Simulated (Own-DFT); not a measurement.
# Point defects and the pressure they add: C40 NbSi2

The numbers are computed, not measured, by runs of the plane-wave DFT program Own-DFT (in-house, retired, unreviewed) at fixed positions, with no spin and no spin-orbit coupling.

All runs used: PBEsol; PseudoDojo norm-conserving scalar-relativistic files, made for PBE; cutoff 42 hartree; 4 x 4 x 5 k mesh centred on Gamma; cold (Marzari-Vanderbilt) smearing of 0.2 eV.

Keep in mind: forces on such cells failed a check on a denser k mesh; stress not checked against mesh or cutoff.

All runs share one cell, with vectors in Å (0.000, 8.324, 0.000); (-9.613, 0.000, 0.000); (0.000, 0.000, 6.586) and a volume of 527.0 Å³. u is the rms random offset of the atoms per axis. The defect's site can differ from row to row.

```
                    cell   formula   u (Å)  P (GPa)
               no defect  Nb12Si24  0.0202    -2.16
               no defect  Nb12Si24  0.0477    -1.02
               no defect  Nb12Si24  0.0479    -0.98
          one Si vacancy  Nb12Si23  0.0333    -2.54
          one Si vacancy  Nb12Si23  0.0468    -1.98
          one Si vacancy  Nb12Si23  0.0570    -1.33
        two Nb vacancies  Nb10Si24  0.0276    -3.20
        two Nb vacancies  Nb10Si24  0.0342    -3.15
        two Nb vacancies  Nb10Si24  0.0478    -2.20
two Nb on a Si site each  Nb14Si22  0.0291     3.55
two Nb on a Si site each  Nb14Si22  0.0460     4.39
two Nb on a Si site each  Nb14Si22  0.0525     4.81
two Si on a Nb site each  Nb10Si26  0.0269    -1.89
two Si on a Nb site each  Nb10Si26  0.0308    -1.66
two Si on a Nb site each  Nb10Si26  0.0493    -1.04
two Si on a Nb site each  Nb10Si26  0.0517        ?
```

## Analysis

P = P0 + c u² + a shift for each defect gives P0 = -2.37 GPa, c = 596 ± 33 GPa/Å² and a scatter of 0.10 GPa. The shifts, and each times the cell's volume:

- two Nb on a Si site each: 5.49 ± 0.08 GPa, 18.1 eV (9.0 eV for each of its 2 sites)
- two Si on a Nb site each: 0.03 ± 0.08 GPa, 0.1 eV (0.1 eV for each of its 2 sites) (not resolved)
- one Si vacancy: -0.87 ± 0.08 GPa, -2.9 eV
- two Nb vacancies: -1.31 ± 0.08 GPa, -4.3 eV (-2.2 eV for each of its 2 sites)

A positive shift means that the defect pushes the cell outwards. Shift times volume (160.2 GPa Å³ is 1 eV) depends little on the cell's size, so, taken for each site, it can be compared between cells at like pressure. The atoms around the defects weren't relaxed, which would change these numbers.

## Test on the hidden row

Asked: what pressure belongs in the blank (two Si on a Nb site each, u = 0.0517 Å)?

From the fit: -0.75 ± 0.12 GPa. The hidden result is -0.97 GPa.
